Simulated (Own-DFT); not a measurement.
# How strain changes the stress of C40 NbSi2, 36 atoms (Nb12Si24)

No measurement is shown. These are fixed-geometry runs of a retired plane-wave code named Own-DFT, which no person has reviewed; spin and spin-orbit coupling are neglected.

Common settings: PBE; PseudoDojo norm-conserving scalar-relativistic files; cutoff 42 hartree; 4 x 4 x 5 k mesh centred on Gamma; cold (Marzari-Vanderbilt) smearing of 0.2 eV.

Caveats: forces on such cells failed a check on a denser k mesh; stress not checked against mesh or cutoff.

Unstrained cell vectors in Å: (0.000, 8.324, 0.000); (-9.613, 0.000, 0.000); (0.000, 0.000, 6.586). The unstrained cell was taken from the Materials Project. The random moves and any unrelaxed bonds add to the pressure at no strain. Each run strains this cell uniformly, with the atoms carried along. Each atom got a random Gaussian move of width 0.05 Å along each axis. Strain is the symmetric tensor, in per cent. Stress is positive in tension, and the pressure is minus a third of its trace.

| run | e_xx (%) | e_yy (%) | e_zz (%) | e_yz (%) | e_xz (%) | e_xy (%) | s_xx (GPa) | s_yy (GPa) | s_zz (GPa) | s_yz (GPa) | s_xz (GPa) | s_xy (GPa) | P (GPa) | E (meV/atom) |
|---|---|---|---|---|---|---|---|---|---|---|---|---|---|---|
| 1 | -1.15 | -1.19 | -0.33 | 1.95 | -1.69 | 0.74 | -8.05 | -8.21 | -8.55 | 6.19 | -5.32 | 2.90 | 8.27 | 39.3 |
| 2 | 1.66 | -1.47 | -0.32 | 0.08 | 1.03 | 1.59 | 2.01 | -7.04 | -5.68 | 0.38 | 3.10 | 4.53 | 3.57 | 19.3 |
| 3 | 0.69 | 0.69 | -0.36 | -1.22 | -0.82 | 0.64 | -0.42 | 0.84 | -4.65 | -3.22 | -2.04 | 1.40 | 1.41 | 12.2 |
| 4 | -1.10 | 1.95 | -1.11 | 1.27 | 0.60 | -0.55 | -6.42 | 2.92 | -8.12 | 4.09 | 1.60 | -2.48 | 3.88 | 16.5 |
| 5 | -0.23 | -0.01 | 1.10 | 1.25 | -0.13 | -0.35 | -2.30 | -2.02 | 0.67 | 3.99 | 0.12 | -1.05 | 1.22 | 11.6 |
| 6 | -1.15 | -1.30 | -0.47 | 1.61 | 0.55 | 1.14 | -8.02 | -8.79 | -8.14 | 5.42 | 1.65 | 3.67 | 8.32 | 20.3 |
| 7 | 1.72 | -1.55 | 1.00 | -0.40 | 1.11 | 0.62 | 3.49 | -6.34 | 1.15 | -0.61 | 3.28 | 1.69 | 0.57 | 6.7 |
| 8 | 1.40 | -1.60 | -0.18 | -0.45 | 1.88 | 0.15 | 1.07 | -8.38 | -4.91 | -1.52 | 5.19 | 0.63 | 4.07 | 25.2 |
| 9 | 1.29 | -1.50 | 1.92 | -1.99 | -0.44 | -1.87 | 2.25 | -5.51 | 3.87 | -5.92 | -1.58 | -4.65 | -0.20 | 22.1 |
| 10 | 1.65 | 1.82 | -1.14 | 1.34 | 0.36 | -1.48 | 2.86 | 4.41 | -6.51 | 4.33 | 2.01 | -3.81 | -0.26 | 17.3 |
| 11 | 1.55 | -1.14 | 0.57 | -0.40 | -0.32 | 1.88 | 2.12 | -5.09 | -1.05 | -1.08 | -0.73 | 5.47 | 1.34 | 14.5 |
| 12 | -0.33 | 1.57 | 0.66 | -0.54 | 0.98 | 0.69 | -1.39 | 3.37 | -0.03 | -1.73 | 3.23 | 2.35 | -0.65 | 0.0 |
| 13 | -1.84 | 0.89 | -0.85 | 1.18 | -1.05 | -1.92 | -9.77 | -1.34 | -8.77 | 2.76 | -2.72 | -6.60 | 6.62 | 24.8 |
| 14 | -1.48 | -0.14 | 0.33 | 0.51 | 1.46 | 0.94 | -8.37 | -3.42 | -4.27 | 1.16 | 5.20 | 3.00 | 5.35 | 21.2 |
| 15 | -1.91 | -0.83 | 1.38 | -1.73 | -1.85 | 0.11 | ? | ? | ? | ? | ? | ? | ? | ? |

E is the free energy for each atom above the lowest run shown.

## Fit

Regress every stress component on the fractional strains (shears doubled) of the visible runs, with a constant. Shear strains stay in the fit of a normal stress only where such slopes are resolved. The slopes, in GPa:

```
stress  at no strain  per e_xx  per e_yy  per e_zz  scatter
  s_xx          -2.8   355 ± 9   71 ± 10  103 ± 15     0.42
  s_yy          -2.6    71 ± 8   378 ± 8   89 ± 12     0.35
  s_zz          -4.2    92 ± 9   91 ± 10  452 ± 15     0.42
```

The slope of each shear stress on twice its own strain, from a fit on all six strains: yz 158 ± 7, xz 149 ± 6, xy 146 ± 8 GPa. These are stiffnesses along x, y and z of the frame in which the cell vectors are given, which need not be the crystal's axes. The atoms are held to the strained lattice; where symmetry lets them move under strain, relaxing them would lower some slopes. Symmetry asks for nearly equal slopes across the diagonal; the mismatch is a measure of noise. A ninth of the table's sum, 189 ± 6 GPa, estimates the bulk modulus near the mean pressure of these runs, 3.1 GPa, so it lies above the value at zero pressure.

## Prediction

Asked: what normal stresses and pressure should run 15 give?

Estimate: s_xx = -8.8, s_yy = -5.9, s_zz = -0.5 and P = 5.0 GPa. The hidden result is -9.04, -5.47, 0.19 and P = 4.77 GPa.
